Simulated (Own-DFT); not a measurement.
# Response to strain: zincblende GaAs, 64 atoms (As32Ga32)

These are calculations, not measurements. The program, named Own-DFT, is a retired in-house plane-wave density functional code that no person has reviewed. Each row is one single-point run on a periodic cell that was not relaxed, without spin or spin-orbit coupling.

Settings of every run: PBE; PseudoDojo norm-conserving scalar-relativistic files; cutoff 42 hartree; 3 x 3 x 3 k mesh centred on Gamma; Fermi-Dirac smearing of 0.1 eV.

Known limits: forces not confirmed at this smearing and k mesh; stress not checked against mesh or cutoff.

Unstrained cell vectors in Å: (11.307, 0.000, 0.000); (0.000, 11.307, 0.000); (0.000, 0.000, 11.307). The unstrained cell has measured lattice constants (interpolated for alloys), not those of this functional. That, the random moves and any unrelaxed bonds set the pressure at no strain. Each run strains this cell uniformly, with the atoms carried along. Every atom was also moved at random, by a Gaussian of width 0.05 Å on each axis. Strain is the symmetric tensor, in per cent. Stress is positive in tension, and the pressure is minus a third of its trace.

```
run,e_xx (%),e_yy (%),e_zz (%),e_yz (%),e_xz (%),e_xy (%),s_xx (GPa),s_yy (GPa),s_zz (GPa),s_yz (GPa),s_xz (GPa),s_xy (GPa),P (GPa),E (meV/atom)
1,-0.09,0.26,-1.08,-0.65,-0.59,-0.05,-4.76,-4.55,-5.35,-1.37,-1.19,-0.41,4.88,28.4
2,-0.40,0.47,0.16,-0.70,-0.05,1.77,-4.13,-3.74,-3.88,-0.46,0.45,3.18,3.92,18.1
3,0.52,-0.94,0.80,-1.54,-1.68,1.72,-3.74,-4.55,-3.50,-2.32,-2.10,2.51,3.93,27.2
4,1.49,-0.59,1.22,0.16,0.33,-0.95,-2.13,-3.14,-2.21,0.00,0.31,-1.32,2.49,10.3
5,-1.37,-1.72,-1.36,0.19,-0.70,0.35,-7.80,-7.96,-7.74,0.76,-1.12,0.45,7.83,53.2
6,-1.45,0.34,-1.90,1.73,-0.29,1.37,-7.13,-6.11,-7.24,3.17,-1.17,2.94,6.82,55.2
7,-1.09,1.86,-0.86,-0.90,1.87,1.13,-4.80,-3.08,-4.71,-1.50,3.55,2.11,4.20,21.4
8,-1.01,0.24,-0.20,-0.23,-0.59,-1.67,-5.41,-4.75,-4.89,-0.30,-0.91,-3.57,5.02,32.8
9,0.29,-1.78,0.07,1.52,0.93,-1.89,-4.96,-5.89,-5.15,2.32,1.03,-3.23,5.34,37.3
10,1.78,1.19,0.40,0.91,1.10,1.32,-1.19,-1.51,-2.01,0.76,1.60,1.92,1.57,0.0
11,-1.37,1.25,-0.68,1.04,-0.85,1.43,-5.42,-3.75,-5.00,2.04,-1.38,2.63,4.73,23.7
12,1.95,0.06,0.02,1.64,0.58,-0.90,-1.79,-2.88,-2.95,2.16,0.74,-1.14,2.54,9.5
13,-0.54,0.86,0.41,1.93,1.63,-1.89,-4.10,-3.37,-3.67,2.65,2.60,-3.20,3.71,27.1
14,-0.95,-1.18,2.00,-0.45,1.29,1.47,-4.77,-4.79,-2.90,-1.15,1.42,1.89,4.15,26.2
15,0.37,1.57,1.08,0.31,0.94,-1.82,?,?,?,?,?,?,?,?
```

E is the free energy for each atom above the lowest run shown.

## Worked fit

Each stress component was fitted by least squares to a constant and the strains of the runs shown, as fractions, with shears doubled. Shear strains stay in the fit of a normal stress only where such slopes are resolved. The slopes, in GPa:

| stress | at no strain | per e_xx | per e_yy | per e_zz | scatter |
|---|---|---|---|---|---|
| s_xx | -4.2 | 117 ± 3 | 65 ± 3 | 65 ± 3 | 0.11 |
| s_yy | -4.2 | 60 ± 4 | 118 ± 4 | 66 ± 4 | 0.15 |
| s_zz | -4.2 | 57 ± 2 | 62 ± 2 | 125 ± 3 | 0.10 |

Each shear stress against twice its own strain: yz 81 ± 5, xz 77 ± 7, xy 89 ± 5 GPa. These are stiffnesses along x, y and z of the frame in which the cell vectors are given, which need not be the crystal's axes. The atoms are held to the strained lattice; where symmetry lets them move under strain, relaxing them would lower some slopes. The table should be nearly symmetric about its diagonal, and what it lacks of that shows the noise. A ninth of its sum, 82 ± 1 GPa, estimates the bulk modulus near the mean pressure of these runs, 4.4 GPa, so it lies above the value at zero pressure.

## Withheld run

Question: what normal stresses and pressure should run 15 give?

The fit gives s_xx = -2.1, s_yy = -1.4, s_zz = -1.7 and P = 1.7 GPa. The calculation gave -2.31, -1.67, -1.89 and P = 1.96 GPa.
